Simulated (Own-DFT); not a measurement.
# How strain changes the stress of C40 NbSi2, 36 atoms (Nb12Si24)

Calculated results; nothing here was measured. They come from Own-DFT, an in-house plane-wave density functional program, since retired, whose code no person has reviewed. Each row is one single-point run on a periodic cell that was not relaxed, without spin or spin-orbit coupling.

Settings of every run: PBE; PseudoDojo norm-conserving scalar-relativistic files; cutoff 42 hartree; 4 x 4 x 5 k mesh centred on Gamma; cold (Marzari-Vanderbilt) smearing of 0.2 eV.

Known limits: forces on such cells failed a check on a denser k mesh; stress not checked against mesh or cutoff.

Unstrained cell vectors in Å: (0.000, 8.324, 0.000); (-9.613, 0.000, 0.000); (0.000, 0.000, 6.586). The unstrained cell was taken from the Materials Project. The random moves and any unrelaxed bonds add to the pressure at no strain. Each run strains this cell uniformly, with the atoms carried along. Every atom was also moved at random, by a Gaussian of width 0.05 Å on each axis. Strain is the symmetric tensor, in per cent. Stress is positive in tension, and the pressure is minus a third of its trace.

| run | e_xx (%) | e_yy (%) | e_zz (%) | e_yz (%) | e_xz (%) | e_xy (%) | s_xx (GPa) | s_yy (GPa) | s_zz (GPa) | s_yz (GPa) | s_xz (GPa) | s_xy (GPa) | P (GPa) | E (meV/atom) |
|---|---|---|---|---|---|---|---|---|---|---|---|---|---|---|
| 1 | 1.59 | 1.98 | -0.70 | 0.03 | 1.11 | 0.07 | 4.12 | 5.18 | -4.06 | 0.26 | 3.64 | 0.60 | -1.75 | 7.3 |
| 2 | 1.34 | 0.01 | -1.27 | -1.26 | -0.32 | -0.21 | 1.81 | -2.73 | -8.56 | -3.92 | -1.57 | -0.56 | 3.16 | 15.1 |
| 3 | -0.70 | 1.31 | 1.29 | -1.62 | 1.39 | 1.50 | -3.75 | 2.28 | 1.79 | -5.42 | 4.22 | 4.63 | -0.11 | 33.9 |
| 4 | -0.52 | -0.56 | 1.81 | 0.96 | -0.11 | -0.70 | -3.45 | -2.84 | 4.02 | 2.74 | -0.53 | -2.28 | 0.76 | 0.0 |
| 5 | 1.40 | -1.17 | 1.54 | -1.95 | 1.95 | -1.01 | 2.32 | -4.28 | 2.56 | -5.23 | 5.17 | -2.85 | -0.20 | 25.0 |
| 6 | 0.34 | 0.32 | -1.77 | 1.56 | -1.23 | -0.41 | -2.05 | -2.93 | -12.32 | 5.18 | -4.55 | -1.08 | 5.77 | 28.9 |
| 7 | -1.24 | -0.85 | 1.82 | -1.23 | 0.59 | -0.42 | -6.40 | -4.98 | 2.77 | -3.77 | 2.17 | -1.68 | 2.87 | 19.9 |
| 8 | 0.57 | 0.62 | -0.07 | -0.11 | 0.63 | 0.99 | 0.17 | -0.45 | -3.20 | -0.27 | 1.46 | 2.81 | 1.16 | 15.1 |
| 9 | 0.21 | 0.74 | -1.08 | 1.39 | 0.46 | -0.24 | -2.22 | 0.32 | -8.23 | 4.93 | 1.76 | -0.62 | 3.38 | 11.0 |
| 10 | -0.34 | -1.86 | 1.10 | -0.26 | -0.60 | -1.27 | -5.26 | -8.80 | -1.49 | -0.87 | -1.70 | -3.39 | 5.18 | 34.0 |
| 11 | 1.54 | -1.42 | -0.78 | -0.43 | 0.63 | -1.05 | 1.45 | -6.90 | -7.60 | -1.53 | 1.60 | -2.97 | 4.35 | 18.9 |
| 12 | 0.67 | -0.30 | -1.26 | 0.55 | 1.89 | -0.60 | -2.12 | -3.55 | -10.49 | 1.53 | 5.99 | -2.17 | 5.39 | 35.1 |
| 13 | -1.64 | 0.77 | 0.05 | 1.12 | 1.84 | -0.51 | -9.14 | -0.61 | -5.05 | 2.94 | 6.16 | -1.99 | 4.93 | 37.6 |
| 14 | -1.47 | -0.38 | -1.27 | -1.67 | 1.99 | 1.59 | -9.92 | -6.41 | -12.53 | -5.82 | 6.61 | 5.19 | 9.62 | 51.9 |
| 15 | -1.09 | -1.80 | -0.33 | 0.72 | 1.00 | 0.64 | -8.39 | -10.12 | -7.43 | 1.86 | 3.30 | 2.60 | 8.65 | 17.8 |
| 16 | 0.56 | -0.06 | -1.87 | -0.19 | -1.32 | 0.06 | ? | ? | ? | ? | ? | ? | ? | ? |

E is the free energy for each atom above the lowest run shown.

## Worked fit

Each stress component was fitted by least squares to a constant and the strains of the runs shown, as fractions, with shears doubled. Shear strains stay in the fit of a normal stress only where such slopes are resolved. The slopes, in GPa:

```
stress,at no strain,per e_xx,per e_yy,per e_zz,scatter
s_xx,-2.8,384 ± 12,76 ± 12,73 ± 11,0.50
s_yy,-2.5,77 ± 12,357 ± 12,83 ± 11,0.48
s_zz,-4.3,92 ± 15,85 ± 15,471 ± 14,0.60
```

Each shear stress against twice its own strain: yz 156 ± 6, xz 162 ± 6, xy 162 ± 8 GPa. These are stiffnesses along x, y and z of the frame in which the cell vectors are given, which need not be the crystal's axes. The atoms are held to the strained lattice; where symmetry lets them move under strain, relaxing them would lower some slopes. The table should be nearly symmetric about its diagonal, and what it lacks of that shows the noise. A ninth of its sum, 189 ± 8 GPa, estimates the bulk modulus near the mean pressure of these runs, 3.5 GPa, so it lies above the value at zero pressure.

## Withheld run

Question: what normal stresses and pressure should run 16 give?

The fit gives s_xx = -2.1, s_yy = -3.8, s_zz = -12.6 and P = 6.2 GPa. The calculation gave -1.49, -3.98, -12.85 and P = 6.11 GPa.
